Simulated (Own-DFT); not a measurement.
# Computed records: Hf₃₆O₇₁ (tetragonal hafnia with one neutral oxygen vacancy, atoms displaced)

Computed with Own-DFT development build. A calculation, not a measurement: plane-wave PBE and HSE06 DFT by an unreviewed code, no spin, of a simulated cell at Gamma alone, so results move with cell size and shape, stress positive in tension, energies less offsets, not probed for a lower state with spin; hafnium file: forces about 75 meV/angstrom off all-electron values; oxygen file: force components 24 meV/angstrom off all-electron in a glass; k mesh not checked against a denser one; forces and stress are PBE's, HSE06 gives the energy alone, and its difference from PBE has offsets of its own; offsets are fitted by least squares, one for each functional and potential file, so energies compare only between cells with the same atoms and settings and are not formation energies; the far tail of each file's local potential was reset to the Coulomb form; each entry is a single point on an unrelaxed cell, so the pressure reflects the starting lattice, taken from the Materials Project, from which strain is counted, and rises with the displacements; printed positions are rounded, which can move forces by about a meV/angstrom; the program is a retired in-house code; no spin-orbit coupling.

Common to all runs: first functional PBE; second functional HSE06; exact exchange share 0.25; screening 0.11 1/bohr; exchange divergence Gygi-Baldereschi; potential files PseudoDojo norm-conserving, scalar-relativistic, made for PBE, standard set; wave cutoff 48 hartree; occupations fixed; k mesh 1 x 1 x 1 centred on Gamma.

```yaml
- entry: 1
  formula: Hf36O71
  kind: "tetragonal hafnia with one neutral oxygen vacancy, atoms displaced"
  structure:
    cell_angstrom: [[10.78, 0.0, 0.0], [0.0, 10.78, 0.0], [0.0, 0.0, 10.4493]]
    atoms_fractional:
      - [Hf, 0.99786, 0.00016, 0.99923]
      - [Hf, 0.1647, 0.16544, 0.25242]
      - [O, 0.00083, 0.1679, 0.15633]
      - [O, 0.16707, 0.99968, 0.35194]
      - [O, 0.00062, 0.16667, 0.4043]
      - [O, 0.16473, 0.00151, 0.09622]
      - [Hf, 0.99933, 0.00787, 0.50152]
      - [Hf, 0.16796, 0.16754, 0.7491]
      - [O, 0.99975, 0.16665, 0.65047]
      - [O, 0.16969, 0.99916, 0.84458]
      - [O, 0.99381, 0.16652, 0.9017]
      - [O, 0.16674, 0.99819, 0.59841]
      - [Hf, 0.0008, 0.33164, 0.99733]
      - [Hf, 0.16655, 0.4984, 0.25199]
      - [O, 0.00012, 0.50604, 0.15611]
      - [O, 0.16417, 0.33205, 0.35066]
      - [O, 0.16646, 0.33347, 0.10294]
      - [Hf, 0.00063, 0.3327, 0.49992]
      - [Hf, 0.1668, 0.49908, 0.75035]
      - [O, 0.00173, 0.5013, 0.65096]
      - [O, 0.16319, 0.33806, 0.84768]
      - [O, 0.99899, 0.49856, 0.90327]
      - [O, 0.16665, 0.33639, 0.59905]
      - [Hf, 0.99997, 0.66591, 0.99759]
      - [Hf, 0.16803, 0.83247, 0.25211]
      - [O, 0.00167, 0.83482, 0.15201]
      - [O, 0.17184, 0.6651, 0.34832]
      - [O, 0.00233, 0.83249, 0.4014]
      - [O, 0.17007, 0.66443, 0.10034]
      - [Hf, 0.99938, 0.66486, 0.50045]
      - [Hf, 0.16788, 0.83853, 0.74653]
      - [O, 0.00321, 0.82805, 0.65182]
      - [O, 0.1683, 0.66826, 0.84632]
      - [O, 0.99815, 0.83363, 0.90683]
      - [O, 0.16943, 0.66964, 0.59946]
      - [Hf, 0.33404, 0.0005, 0.99675]
      - [Hf, 0.49997, 0.16233, 0.25362]
      - [O, 0.33173, 0.16455, 0.15891]
      - [O, 0.50611, 0.00388, 0.34515]
      - [O, 0.33182, 0.1659, 0.40503]
      - [O, 0.50014, 0.00098, 0.09686]
      - [Hf, 0.33064, 0.99902, 0.50288]
      - [Hf, 0.49776, 0.16416, 0.75282]
      - [O, 0.34232, 0.16879, 0.65417]
      - [O, 0.50259, 0.00513, 0.84526]
      - [O, 0.33265, 0.16428, 0.90219]
      - [O, 0.50083, 0.99761, 0.59324]
      - [Hf, 0.33956, 0.3327, 0.99926]
      - [Hf, 0.50293, 0.5016, 0.25066]
      - [O, 0.33086, 0.50084, 0.15591]
      - [O, 0.5002, 0.33194, 0.35275]
      - [O, 0.33062, 0.50204, 0.40598]
      - [O, 0.50165, 0.33322, 0.09127]
      - [Hf, 0.33598, 0.33327, 0.50676]
      - [Hf, 0.49734, 0.50099, 0.74948]
      - [O, 0.33544, 0.49994, 0.65343]
      - [O, 0.49823, 0.3335, 0.8449]
      - [O, 0.33391, 0.4975, 0.90365]
      - [O, 0.50502, 0.33055, 0.59267]
      - [Hf, 0.33175, 0.66893, 0.0049]
      - [Hf, 0.50119, 0.83878, 0.25396]
      - [O, 0.33373, 0.83057, 0.15553]
      - [O, 0.50456, 0.66457, 0.34996]
      - [O, 0.32962, 0.83117, 0.40609]
      - [O, 0.50241, 0.66523, 0.09797]
      - [Hf, 0.32981, 0.66495, 0.49883]
      - [Hf, 0.5038, 0.83546, 0.75104]
      - [O, 0.33012, 0.83587, 0.65397]
      - [O, 0.50161, 0.66377, 0.84851]
      - [O, 0.32884, 0.83349, 0.90478]
      - [O, 0.50274, 0.66756, 0.59995]
      - [Hf, 0.66085, 0.9977, 0.00121]
      - [Hf, 0.82991, 0.16415, 0.25204]
      - [O, 0.66535, 0.17112, 0.15302]
      - [O, 0.83399, 0.00108, 0.34563]
      - [O, 0.66662, 0.17068, 0.40113]
      - [O, 0.83158, 0.00173, 0.09926]
      - [Hf, 0.66656, 0.00259, 0.50048]
      - [Hf, 0.83071, 0.16884, 0.75112]
      - [O, 0.66233, 0.16751, 0.65288]
      - [O, 0.83852, 0.00068, 0.85021]
      - [O, 0.66987, 0.16808, 0.90104]
      - [O, 0.834, 0.00233, 0.59317]
      - [Hf, 0.66011, 0.33191, 0.99565]
      - [Hf, 0.83851, 0.49831, 0.24914]
      - [O, 0.66714, 0.50058, 0.14837]
      - [O, 0.8333, 0.33074, 0.35076]
      - [O, 0.67025, 0.49833, 0.40165]
      - [O, 0.8296, 0.33119, 0.10051]
      - [Hf, 0.66687, 0.32723, 0.49926]
      - [Hf, 0.83883, 0.4982, 0.74993]
      - [O, 0.66842, 0.50454, 0.64809]
      - [O, 0.83226, 0.33045, 0.84817]
      - [O, 0.66735, 0.50055, 0.89776]
      - [O, 0.83476, 0.33361, 0.59518]
      - [Hf, 0.66638, 0.66813, 0.99667]
      - [Hf, 0.83501, 0.83276, 0.24638]
      - [O, 0.66956, 0.82925, 0.15263]
      - [O, 0.83647, 0.67198, 0.34763]
      - [O, 0.6696, 0.82759, 0.40245]
      - [O, 0.83839, 0.66453, 0.09899]
      - [Hf, 0.66302, 0.66658, 0.50133]
      - [Hf, 0.82935, 0.83614, 0.74954]
      - [O, 0.66568, 0.83146, 0.646]
      - [O, 0.83275, 0.66615, 0.85066]
      - [O, 0.67471, 0.83734, 0.9026]
      - [O, 0.83134, 0.66732, 0.60269]
  results:
    "PBE_energy_of_cell_above_offsets [eV]": "-100.693"
    "HSE06_less_PBE_above_offsets [eV]": "-0.121"
    "PBE_pressure [GPa]": 0.93
    "PBE_stress_xx [GPa]": -0.39
    "PBE_stress_yy [GPa]": -0.83
    "PBE_stress_zz [GPa]": -1.57
    "PBE_stress_yz [GPa]": 0.09
    "PBE_stress_xz [GPa]": 0.43
    "PBE_stress_xy [GPa]": -0.05
    force_element: [Hf, Hf, O, O, O, O, Hf, Hf, O, O, O, O, Hf, Hf, O, O, O, Hf, Hf, O, O, O, O, Hf, Hf, O, O, O, O, Hf, Hf, O, O, O, O, Hf, Hf, O, O, O, O, Hf, Hf, O, O, O, O, Hf, Hf, O, O, O, O, Hf, Hf, O, O, O, O, Hf, Hf, O, O, O, O, Hf, Hf, O, O, O, O, Hf, Hf, O, O, O, O, Hf, Hf, O, O, O, O, Hf, Hf, O, O, O, O, Hf, Hf, O, O, O, O, Hf, Hf, O, O, O, O, Hf, Hf, O, O, O, O]
    "force_x [eV/angstrom]": [-0.309, 0.039, -0.462, 0.184, 0.041, 0.793, 0.27, -0.354, 0.428, -0.133, 0.811, 0.092, -0.413, 0.139, 0.568, -0.33, 0.17, -0.14, 0.255, 0.143, 0.08, -0.084, 0.289, 0.231, -0.951, 0.21, -0.586, 0.162, -0.753, -0.535, -0.714, -0.985, -0.126, 0.104, -0.345, -1.387, -0.223, 0.686, -0.092, 0.161, -0.392, -0.253, 1.205, -2.095, -0.033, -0.027, -0.172, -1.465, 0.416, 1.152, -0.274, 0.235, -0.834, 0.177, 1.627, -0.413, -0.095, 0.07, -0.948, 0.145, 0.45, 0.592, -0.423, 0.698, -0.441, 0.374, -0.824, 1.63, 0.092, 0.823, -1.339, 1.917, 0.487, -0.572, -0.254, 0.101, -0.338, 0.422, 0.206, 0.65, -0.392, -0.324, -0.582, 2.031, -1.467, -0.187, 0.752, -0.237, 0.721, 0.481, -1.623, -0.226, 0.247, -0.111, 0.02, 0.686, 0.643, -1.079, 0.569, -0.518, -0.862, 0.954, 1.361, -0.015, 0.121, -0.864, 0.686]
    "force_y [eV/angstrom]": [-0.288, 0.286, -0.134, -0.033, 0.172, -0.064, -1.745, 0.206, -0.157, 1.145, 0.173, 0.706, -0.228, -0.25, -0.47, 0.281, -0.039, 0.828, 1.114, -0.052, -1.52, 0.049, -0.501, 0.395, 0.037, 0.009, 0.015, 0.412, 0.288, 0.564, -1.499, 0.543, -0.312, 0.103, -0.461, -0.331, 2.15, -0.017, -1.156, -0.107, -0.322, -0.128, 1.507, -0.121, -1.711, 0.555, -0.126, 0.555, -0.141, -0.236, 0.1, -0.935, -0.052, 0.291, 0.299, -0.273, -0.446, 0.383, 0.355, -0.706, -1.913, 0.332, 0.719, 0.886, 0.242, -0.1, -1.174, 0.288, 1.434, 0.35, 0.26, 1.15, 0.928, -0.564, -0.362, -1.685, -0.011, -0.783, -0.311, -0.436, 0.125, -0.922, -0.12, 0.969, 0.215, 0.082, 0.29, -0.006, 0.293, 2.339, 0.676, -0.496, 0.594, -0.275, -0.26, -1.356, -0.205, 0.499, -1.363, 1.914, 0.307, -1.345, -1.001, 0.716, 0.298, -0.261, 0.077]
    "force_z [eV/angstrom]": [0.585, -0.149, -0.251, -0.284, -0.151, -0.24, -0.669, 0.095, 0.476, 0.302, -0.188, 0.297, 1.33, 0.004, 0.106, 0.156, -0.982, -0.589, -0.022, -0.276, 0.072, -0.282, 0.339, 0.524, 0.17, 0.042, 0.135, 0.48, -0.277, -0.056, 0.395, 0.47, 0.097, -0.464, -0.431, 1.007, -0.522, -0.592, 0.753, 0.502, 0.202, -0.468, -0.595, -0.249, 0.8, -0.082, 0.44, 0.608, 0.16, -0.169, -1.06, -0.019, 0.846, -1.284, -0.36, -0.099, 0.211, 0.126, 0.973, -0.237, -0.298, -0.007, -0.36, -0.413, -0.129, 0.498, -0.927, 0.169, -0.029, -0.005, 0.179, 0.272, -0.933, 0.035, 0.478, -0.166, -0.424, -0.619, 0.076, -0.132, -0.818, 0.085, 0.714, 0.498, 0.442, 0.309, -0.27, -0.136, -0.748, -0.128, -0.294, 0.943, -0.292, 0.371, 0.678, 0.739, 0.659, -0.336, 0.032, -0.175, -0.41, -0.154, -0.153, 1.09, -0.379, -0.661, -0.529]
- entry: 2
  formula: Hf36O71
  kind: "tetragonal hafnia with one neutral oxygen vacancy, atoms displaced"
  structure:
    cell_angstrom: [[10.78, 0.0, 0.0], [0.0, 10.78, 0.0], [0.0, 0.0, 10.4493]]
    atoms_fractional:
      - [Hf, 0.99184, 0.011, 0.99935]
      - [Hf, 0.16531, 0.16299, 0.25667]
      - [O, 0.00467, 0.16859, 0.14949]
      - [O, 0.16529, 0.00237, 0.34291]
      - [O, 0.98909, 0.16172, 0.40833]
      - [O, 0.1816, 0.99263, 0.08894]
      - [Hf, 0.99829, 0.99753, 0.49915]
      - [Hf, 0.17034, 0.15717, 0.75469]
      - [O, 0.00282, 0.18295, 0.64716]
      - [O, 0.15877, 0.00058, 0.84585]
      - [O, 0.0077, 0.16327, 0.89746]
      - [O, 0.15543, 0.00935, 0.59933]
      - [Hf, 0.99547, 0.33135, 0.99449]
      - [Hf, 0.16729, 0.51181, 0.2477]
      - [O, 0.99253, 0.50249, 0.15491]
      - [O, 0.16159, 0.33753, 0.35779]
      - [O, 0.00303, 0.49394, 0.3864]
      - [O, 0.17982, 0.33314, 0.10524]
      - [Hf, 0.00625, 0.34111, 0.50947]
      - [Hf, 0.16551, 0.50083, 0.7387]
      - [O, 0.99851, 0.50658, 0.64795]
      - [O, 0.16564, 0.33511, 0.8509]
      - [O, 0.99284, 0.51698, 0.90659]
      - [O, 0.16686, 0.33325, 0.60858]
      - [Hf, 0.99774, 0.66321, 0.99868]
      - [Hf, 0.17284, 0.83151, 0.23637]
      - [O, 0.00647, 0.82899, 0.15089]
      - [O, 0.16018, 0.67664, 0.37202]
      - [O, 0.99975, 0.83532, 0.39777]
      - [O, 0.14986, 0.66884, 0.10422]
      - [Hf, 0.00707, 0.66497, 0.50194]
      - [Hf, 0.15891, 0.83032, 0.74512]
      - [O, 0.99354, 0.82661, 0.64423]
      - [O, 0.16839, 0.67133, 0.83452]
      - [O, 0.01708, 0.82906, 0.90945]
      - [O, 0.16414, 0.67222, 0.59361]
      - [Hf, 0.33338, 0.99689, 0.99325]
      - [Hf, 0.49878, 0.15891, 0.25621]
      - [O, 0.3371, 0.16153, 0.16561]
      - [O, 0.51341, 0.99713, 0.34255]
      - [O, 0.32526, 0.15529, 0.40865]
      - [O, 0.50431, 0.99519, 0.09283]
      - [Hf, 0.34105, 0.00447, 0.50015]
      - [Hf, 0.50468, 0.15201, 0.75484]
      - [O, 0.31767, 0.16827, 0.66781]
      - [O, 0.48872, 0.9963, 0.85388]
      - [O, 0.33167, 0.17329, 0.90896]
      - [O, 0.49116, 0.99594, 0.58734]
      - [Hf, 0.33302, 0.3316, 0.99074]
      - [Hf, 0.5068, 0.50415, 0.25765]
      - [O, 0.32264, 0.50539, 0.1586]
      - [O, 0.5016, 0.33568, 0.35358]
      - [O, 0.32584, 0.50499, 0.40866]
      - [Hf, 0.32541, 0.32909, 0.50046]
      - [Hf, 0.50109, 0.49386, 0.74253]
      - [O, 0.33509, 0.50435, 0.64905]
      - [O, 0.51119, 0.34124, 0.84619]
      - [O, 0.32712, 0.50666, 0.8999]
      - [O, 0.48487, 0.33981, 0.61056]
      - [Hf, 0.3385, 0.64894, 0.0038]
      - [Hf, 0.48887, 0.82783, 0.24171]
      - [O, 0.33826, 0.83045, 0.14712]
      - [O, 0.48687, 0.66272, 0.33826]
      - [O, 0.34181, 0.82458, 0.39228]
      - [O, 0.51066, 0.66101, 0.11117]
      - [Hf, 0.34258, 0.66365, 0.50268]
      - [Hf, 0.49925, 0.8366, 0.74563]
      - [O, 0.33173, 0.84263, 0.65378]
      - [O, 0.50006, 0.67507, 0.83935]
      - [O, 0.33123, 0.83588, 0.90333]
      - [O, 0.51475, 0.6717, 0.59845]
      - [Hf, 0.66283, 0.99831, 0.0076]
      - [Hf, 0.82738, 0.16927, 0.2476]
      - [O, 0.6732, 0.16552, 0.14658]
      - [O, 0.83429, 0.99497, 0.34118]
      - [O, 0.67633, 0.16399, 0.40763]
      - [O, 0.82501, 0.00965, 0.10072]
      - [Hf, 0.66724, 0.00469, 0.49929]
      - [Hf, 0.83898, 0.16667, 0.74891]
      - [O, 0.66706, 0.16709, 0.64608]
      - [O, 0.82957, 0.00234, 0.85524]
      - [O, 0.6637, 0.16531, 0.91508]
      - [O, 0.8373, 0.9954, 0.59227]
      - [Hf, 0.67179, 0.34647, 0.99909]
      - [Hf, 0.8245, 0.49912, 0.24245]
      - [O, 0.66865, 0.49087, 0.1556]
      - [O, 0.82842, 0.3337, 0.34167]
      - [O, 0.67136, 0.49153, 0.40634]
      - [O, 0.83224, 0.33313, 0.11087]
      - [Hf, 0.68123, 0.33847, 0.5102]
      - [Hf, 0.82975, 0.4835, 0.74948]
      - [O, 0.65801, 0.49872, 0.66531]
      - [O, 0.83158, 0.34712, 0.85411]
      - [O, 0.6677, 0.49033, 0.9]
      - [O, 0.83522, 0.33334, 0.59147]
      - [Hf, 0.67486, 0.67369, 0.00829]
      - [Hf, 0.8246, 0.83815, 0.23656]
      - [O, 0.66549, 0.83558, 0.16205]
      - [O, 0.84434, 0.66955, 0.33818]
      - [O, 0.65598, 0.83632, 0.40018]
      - [O, 0.83809, 0.67612, 0.08566]
      - [Hf, 0.68442, 0.66528, 0.49994]
      - [Hf, 0.83045, 0.83521, 0.75755]
      - [O, 0.65655, 0.83685, 0.65153]
      - [O, 0.82575, 0.66486, 0.85763]
      - [O, 0.66316, 0.82815, 0.90899]
      - [O, 0.84565, 0.66174, 0.60164]
  results:
    "PBE_energy_of_cell_above_offsets [eV]": "-87.718"
    "HSE06_less_PBE_above_offsets [eV]": "0.556"
    "PBE_pressure [GPa]": 5.5
    "PBE_stress_xx [GPa]": -7.17
    "PBE_stress_yy [GPa]": -3.86
    "PBE_stress_zz [GPa]": -5.49
    "PBE_stress_yz [GPa]": 1.57
    "PBE_stress_xz [GPa]": -0.99
    "PBE_stress_xy [GPa]": 0.23
    force_element: [Hf, Hf, O, O, O, O, Hf, Hf, O, O, O, O, Hf, Hf, O, O, O, O, Hf, Hf, O, O, O, O, Hf, Hf, O, O, O, O, Hf, Hf, O, O, O, O, Hf, Hf, O, O, O, O, Hf, Hf, O, O, O, O, Hf, Hf, O, O, O, Hf, Hf, O, O, O, O, Hf, Hf, O, O, O, O, Hf, Hf, O, O, O, O, Hf, Hf, O, O, O, O, Hf, Hf, O, O, O, O, Hf, Hf, O, O, O, O, Hf, Hf, O, O, O, O, Hf, Hf, O, O, O, O, Hf, Hf, O, O, O, O]
    "force_x [eV/angstrom]": [1.905, -0.015, -0.515, 0.17, 0.519, -3.125, 0.587, -3.485, -1.691, 0.533, -1.852, 1.586, 2.125, -3.066, 0.654, 0.863, -0.459, -1.686, 1.274, 0.909, -0.066, -0.693, 0.317, 0.38, 0.734, -2.156, -1.778, 1.19, -0.065, 3.899, -0.299, 0.504, -0.206, 0.195, -1.651, 1.864, 0.649, 1.097, 0.198, -1.065, 0.865, -1.626, -4.584, -0.643, 5.651, 1.255, 0.357, 3.387, -0.016, -1.589, 3.276, -0.636, 0.202, 0.56, -2.632, -1.061, -0.879, 0.247, 1.402, -0.061, 1.777, -1.137, 0.681, 0.054, -0.946, -0.67, -1.811, -0.195, -0.408, -0.17, -0.91, 0.429, 1.207, -2.659, -0.789, -0.312, 1.748, 0.702, 0.35, 0.106, 0.751, -0.091, -1.391, -2.39, 4.092, -1.569, -0.484, -0.175, 0.997, -4.576, 0.404, 4.158, 1.256, 0.288, 1.168, -1.277, 4.543, -1.66, -1.932, 1.119, -1.697, -0.619, 0.167, 3.29, -0.308, 0.451, -3.326]
    "force_y [eV/angstrom]": [-3.053, 1.625, -0.452, -1.353, 1.598, 0.501, -1.248, 1.226, -0.505, -0.755, 1.748, -0.351, 1.503, -0.537, -0.439, -1.37, 0.609, -0.042, -0.858, 0.593, -1.538, 0.649, -5.571, 1.041, 3.081, 0.294, 1.653, -0.882, 0.232, -0.803, 1.155, 0.604, 0.597, -1.955, 1.839, -0.49, -0.536, 1.886, 0.27, 0.381, 3.002, 0.126, -4.021, 3.25, -0.522, 0.841, -1.805, 1.54, 1.549, -2.17, 0.899, -1.138, -1.519, 1.395, 1.487, 0.601, -2.654, -2.194, -1.101, 3.439, 0.264, -0.462, 0.356, 2.049, -0.049, 1.043, -2.079, -0.362, -1.656, -1.291, -0.537, 0.78, -0.439, 0.185, 0.648, 1.433, -1.061, -2.034, -0.848, -0.246, 0.062, 0.376, 0.806, -2.963, -0.41, 0.316, 0.352, 2.553, -0.125, -1.843, 6.636, -0.746, -5.621, 3.884, 0.633, -1.274, -0.289, -0.496, -0.34, -1.709, -0.068, 1.813, -1.731, 0.692, 0.541, 1.869, 0.042]
    "force_z [eV/angstrom]": [1.361, -0.33, -0.822, -0.118, -0.487, 1.06, -2.164, 0.344, 1.985, 0.459, -0.096, -0.017, 2.187, 2.327, -1.36, -0.166, 2.594, -1.107, -3.386, 1.365, 0.163, 0.053, -2.382, -0.569, 0.896, 2.365, -0.001, -3.627, 0.972, 0.259, -2.994, 0.241, 1.691, 0.902, -1.182, 1.804, 0.334, -1.055, -0.385, 0.424, -0.426, 1.117, -0.613, 0.181, -2.379, -1.336, -0.989, 2.541, 2.027, -0.84, -1.279, -0.651, -0.441, -0.292, 1.807, 0.109, 0.789, -0.62, -1.419, 0.193, 2.472, -1.299, 1.721, 0.718, -1.643, -0.126, 0.826, -0.482, 1.193, 0.224, -1.313, -0.638, 1.46, 1.25, 0.134, -0.33, -0.569, -1.258, -0.659, 1.696, -0.909, -2.161, 1.989, 2.016, 2.685, -1.437, 1.266, -0.03, -2.538, -2.914, -0.96, -2.83, 1.389, -0.014, 3.015, -2.224, 3.317, -2.591, 0.289, 1.202, 2.438, -0.286, -0.913, 0.379, -2.122, -0.371, -0.077]
```
